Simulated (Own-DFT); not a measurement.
# Strain and stress in 3C SiC, 64 atoms (C32Si32)

Calculated results; nothing here was measured. The program, named Own-DFT, is a retired in-house plane-wave density functional code that no person has reviewed. Each row is one single-point run on a periodic cell that was not relaxed, without spin or spin-orbit coupling.

Settings of every run: PBE; PseudoDojo norm-conserving scalar-relativistic files; cutoff 42 hartree; 4 x 4 x 4 k mesh centred on Gamma; Fermi-Dirac smearing of 0.1 eV.

Known limits: forces on such cells passed a denser k mesh, each cell not checked; stress not checked against mesh or cutoff.

Unstrained cell vectors in Å: (8.719, 0.000, 0.000); (0.000, 8.719, 0.000); (0.000, 0.000, 8.719). The unstrained cell has measured lattice constants (interpolated for alloys), not those of this functional. That, the random moves and any unrelaxed bonds set the pressure at no strain. Each run strains this cell uniformly, with the atoms carried along. Every atom was also moved at random, by a Gaussian of width 0.05 Å on each axis. Strain is the symmetric tensor, in per cent. Stress is positive in tension, and the pressure is minus a third of its trace.

| run | e_xx (%) | e_yy (%) | e_zz (%) | e_yz (%) | e_xz (%) | e_xy (%) | s_xx (GPa) | s_yy (GPa) | s_zz (GPa) | s_yz (GPa) | s_xz (GPa) | s_xy (GPa) | P (GPa) | E (meV/atom) |
|---|---|---|---|---|---|---|---|---|---|---|---|---|---|---|
| 1 | 1.67 | 1.23 | 1.66 | -0.08 | 0.71 | -1.34 | 4.19 | 3.22 | 4.49 | -1.23 | 2.97 | -6.32 | -3.97 | 22.4 |
| 2 | 1.95 | -0.22 | 0.71 | 0.37 | 0.67 | 0.58 | 2.93 | -2.04 | -0.21 | 2.50 | 3.13 | 2.20 | -0.23 | 0.0 |
| 3 | -0.72 | 1.96 | 1.96 | -1.29 | -0.01 | 0.70 | -2.99 | 3.07 | 3.15 | -5.78 | 0.42 | 4.32 | -1.08 | 29.3 |
| 4 | 1.48 | 1.96 | 1.51 | -0.63 | -1.67 | 1.42 | 4.28 | 5.87 | 4.43 | -2.97 | -8.12 | 5.27 | -4.86 | 25.5 |
| 5 | 1.87 | -0.87 | 0.91 | 0.17 | 1.37 | 1.49 | 1.18 | -5.08 | -0.88 | 2.04 | 6.80 | 8.17 | 1.59 | 22.1 |
| 6 | 1.49 | -0.01 | -0.46 | 1.87 | 0.73 | -0.31 | -0.20 | -4.36 | -5.26 | 8.49 | 3.26 | 0.09 | 3.28 | 29.5 |
| 7 | -0.11 | -1.28 | -1.72 | -1.64 | -1.56 | 0.03 | -11.73 | -14.28 | -15.05 | -9.01 | -8.88 | 0.79 | 13.69 | 59.8 |
| 8 | -0.69 | -1.94 | -0.75 | 1.52 | 0.02 | 1.68 | -14.50 | -16.62 | -14.44 | 10.70 | -1.28 | 11.88 | 15.19 | 75.9 |
| 9 | 1.18 | -1.76 | -1.25 | -1.35 | -0.33 | 0.08 | -5.05 | -12.54 | -12.26 | -8.32 | -1.83 | -0.12 | 9.95 | 36.6 |
| 10 | 1.53 | 0.65 | 0.14 | 1.21 | 0.24 | -1.64 | 1.52 | -0.74 | -2.10 | 6.45 | 0.79 | -7.66 | 0.44 | 19.2 |
| 11 | 1.95 | -1.68 | -0.63 | -0.52 | 0.03 | 1.74 | -0.53 | -10.17 | -7.91 | -2.38 | 0.69 | 10.21 | 6.20 | 19.7 |
| 12 | -0.62 | -1.53 | -1.08 | -1.72 | -1.70 | 1.19 | -11.74 | -14.98 | -14.18 | -9.68 | -7.89 | 6.87 | 13.63 | 50.3 |
| 13 | -0.40 | 1.63 | -1.59 | -0.71 | 0.48 | -1.86 | -7.66 | -2.00 | -10.62 | -2.30 | 1.62 | -10.95 | 6.76 | 43.5 |
| 14 | 1.02 | 1.33 | 0.99 | 1.70 | -0.78 | 0.08 | 1.13 | 1.67 | 0.39 | 9.07 | -4.87 | 0.37 | -1.06 | 29.2 |
| 15 | -1.06 | -0.05 | 1.80 | 1.08 | 0.87 | 1.15 | -7.09 | -5.59 | -0.09 | 5.67 | 5.65 | 6.71 | 4.26 | 35.7 |
| 16 | 0.05 | 0.32 | 1.37 | -1.80 | 1.07 | 1.72 | -3.58 | -2.93 | -0.39 | -8.92 | 5.66 | 9.81 | 2.30 | 42.4 |
| 17 | 1.84 | 0.64 | 0.81 | -1.26 | -1.29 | -1.20 | 3.27 | 0.50 | 0.76 | -5.63 | -6.67 | -6.36 | -1.51 | 15.5 |
| 18 | 1.09 | -0.90 | 1.32 | -0.40 | -1.56 | 0.50 | ? | ? | ? | ? | ? | ? | ? | ? |

E is the free energy for each atom above the lowest run shown.

## Worked fit

Each stress component was fitted by least squares to a constant and the strains of the runs shown, as fractions, with shears doubled. Shear strains stay in the fit of a normal stress only where such slopes are resolved. The slopes, in GPa:

```
stress,at no strain,per e_xx,per e_yy,per e_zz,scatter
s_xx,-6.2,412 ± 17,141 ± 18,146 ± 19,0.77
s_yy,-6.2,176 ± 9,399 ± 10,131 ± 10,0.41
s_zz,-6.4,165 ± 12,148 ± 13,398 ± 14,0.55
```

Each shear stress against twice its own strain: yz 267 ± 13, xz 254 ± 10, xy 249 ± 15 GPa. These are stiffnesses along x, y and z of the frame in which the cell vectors are given, which need not be the crystal's axes. The atoms are held to the strained lattice; where symmetry lets them move under strain, relaxing them would lower some slopes. The table should be nearly symmetric about its diagonal, and what it lacks of that shows the noise. A ninth of its sum, 235 ± 5 GPa, estimates the bulk modulus near the mean pressure of these runs, 3.8 GPa, so it lies above the value at zero pressure.

## Withheld run

Question: what normal stresses and pressure should run 18 give?

The fit gives s_xx = -1.0, s_yy = -6.2, s_zz = -0.7 and P = 2.6 GPa. The calculation gave -1.28, -6.26, -1.17 and P = 2.90 GPa.
